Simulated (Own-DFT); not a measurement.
# Bulk modulus against bond length in tetrahedral crystals

No measurement is shown. These are fixed-geometry runs of a retired plane-wave code named Own-DFT, which no person has reviewed; spin and spin-orbit coupling are neglected.

Keep in mind (not all hold for every row): forces on such cells moved up to 12 meV/angstrom on a denser k mesh; forces not confirmed at this smearing and k mesh; k mesh not checked against a denser one; forces on such cells passed a denser k mesh, each cell not checked; stress not checked against mesh or cutoff.

All runs are PBE with PseudoDojo norm-conserving files; cutoff and k mesh are each material's own. Every cell starts from measured lattice constants and was given uniform random strains and small random moves of its atoms. Each triple is the change of volume in per cent, the rms move u in Å and the pressure in GPa.

- 4H SiC (C36Si36), 10.36 Å³/atom unstrained: (-2.42, 0.050, 11.89); (0.83, 0.048, 3.36); (0.84, 0.049, 3.91); (0.94, 0.050, 3.38); (1.76, 0.048, 1.39); (2.18, 0.054, 0.98); (2.55, 0.051, 0.73)
- wurtzite AlN (Al64N64), 10.45 Å³/atom unstrained: withheld
- wurtzite GaN (Ga48N48), 11.42 Å³/atom unstrained: (-2.53, 0.050, 13.05); (-1.09, 0.048, 9.65); (-0.81, 0.047, 9.06); (0.10, 0.052, 7.73); (0.37, 0.050, 6.79); (0.44, 0.051, 6.71); (1.05, 0.048, 5.94)
- diamond silicon (Si64), 20.02 Å³/atom unstrained: (-1.13, 0.052, 3.74); (-0.18, 0.052, 2.62); (0.38, 0.048, 2.10); (0.54, 0.051, 2.32); (1.53, 0.052, 1.20); (2.01, 0.051, 0.97); (2.03, 0.052, 0.97)
- zincblende InP (In48P48), 25.27 Å³/atom unstrained: (-2.90, 0.051, 6.26); (-2.15, 0.048, 5.43); (-1.86, 0.046, 5.17); (-0.55, 0.051, 4.02); (0.26, 0.050, 3.63); (0.41, 0.048, 3.28); (2.68, 0.046, 1.81)
- grey tin (Sn64), 34.15 Å³/atom unstrained: (-3.46, 0.054, 5.66); (-2.27, 0.049, 4.95); (-1.25, 0.049, 4.39); (-0.23, 0.050, 3.91); (0.75, 0.052, 3.26); (1.18, 0.047, 3.01); (1.35, 0.053, 3.09)

## Working it out

Fit a line to each set against the fractional change of volume; B is minus its slope, and u is nearly the same within a set. To take it to zero pressure, assume that B rises by 4 GPa for each GPa: B0 = B - 4 x (mean pressure). The bond length of an ideal tetrahedral crystal with the unstrained volume v is d = (√3/4)(8 v)^(1/3). Cohen's empirical rule reads B0 = (1971 - 220 L) d^(-3.5) GPa, with L = 0 for group IV crystals and SiC and 1 for III-V compounds.

| material | L | d (Å) | B (GPa) | mean P (GPa) | B0 (GPa) | rule (GPa) |
|---|---|---|---|---|---|---|
| 4H SiC (C36Si36) | 0 | 1.888 | 233 ± 13 | 3.7 | 219 ± 13 | 213 |
| wurtzite AlN (Al64N64) | 1 | 1.893 | ? | ? | ? | 188 |
| wurtzite GaN (Ga48N48) | 1 | 1.950 | 200 ± 10 | 8.4 | 166 ± 10 | 169 |
| diamond silicon (Si64) | 0 | 2.352 | 86 ± 6 | 2.0 | 78 ± 6 | 99 |
| zincblende InP (In48P48) | 1 | 2.541 | 79 ± 4 | 4.2 | 62 ± 4 | 67 |
| grey tin (Sn64) | 0 | 2.810 | 55 ± 2 | 4.0 | 39 ± 2 | 53 |

A line through ln[B0/(1971 - 220 L)] against ln d has a slope of -4.2 ± 0.3 and a scatter of 9 %. Against the rule, B0 stands at 102 % for 4H SiC, 98 % for wurtzite GaN, 78 % for diamond silicon, 92 % for zincblende InP, 73 % for grey tin. PBE tends to make silicon and heavier crystals too soft, and the rule itself is only a guide.

## The run left out

Q: what B0 does the fitted trend give for wurtzite AlN (Al64N64)?

The line gives 189 GPa. Its own runs give B = 213 ± 10 GPa at a mean pressure of 7.2 GPa, so B0 = 184 GPa.
